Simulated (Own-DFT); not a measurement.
# Shaking the atoms of hexagonal WC, 64 atoms (C32W32)

All numbers below are calculated, not measured. They come from Own-DFT, an in-house plane-wave density functional program, since retired, whose code no person has reviewed. Each row is one single-point run on a periodic cell that was not relaxed, without spin or spin-orbit coupling.

Settings of every run: PBE; PseudoDojo norm-conserving scalar-relativistic files; cutoff 50 hartree; 4 x 4 x 4 k mesh centred on Gamma; cold (Marzari-Vanderbilt) smearing of 0.2 eV.

Known limits, some of them of some rows only: some atoms lie very close together; forces on such cells moved up to 12 meV/angstrom on a denser k mesh; stress not checked against mesh or cutoff.

Cell vectors in Å: (5.833, -5.052, -2.839); (0.000, -5.052, 8.518); (-5.833, -5.052, -2.839). In each run every atom was moved at random and independently from its ideal site; u is the rms move along one axis. E is the free energy for each atom above the fitted value at u = 0, and F the rms of the force components.

```
run   u (Å)  E (meV/atom)  F (eV/Å)  largest force (eV/Å)  P (GPa)
  1  0.0193          14.4     0.541                  2.31     3.26
  2  0.0202          15.7     0.575                  2.35     3.37
  3  0.0437          72.4     1.237                  4.73     5.64
  4  0.0494          89.6     1.373                  5.70     6.09
  5  0.0980             ?         ?                     ?        ?
  6  0.1026         402.8     2.960                 12.32    19.16
  7  0.1039         419.2     3.165                 14.35    19.52
  8  0.1405         767.4     4.638                 24.13    32.33
```

## Worked fit

For small independent moves the energy grows as E = (3/2) K u², with K the mean stiffness felt by one atom. The runs with u up to 0.11 Å give K = 25.4 ± 0.3 eV/Å², with residuals divided by u² + 0.0006 Å², since the noise grows with the moves. The scatter is 2.2 meV/atom at u = 0.05 Å. The forces follow F = G u with G = 28.7 eV/Å²; no force at u = 0 is resolved. G exceeds K because the moves of its neighbours add to the force on an atom, and stiffness differs between atoms. At u = 0.140 Å the parabola gives 751 meV/atom and the run 767. The pressure follows P = 2.59 + 1569 u² GPa: at fixed volume, shortened bonds push harder than stretched ones pull.

## Withheld run

Question: what energy and rms force should run 5 give?

The fit gives 366 ± 8 meV/atom and about 2.81 eV/Å. The calculation gave 377.9 meV/atom and 3.009 eV/Å.
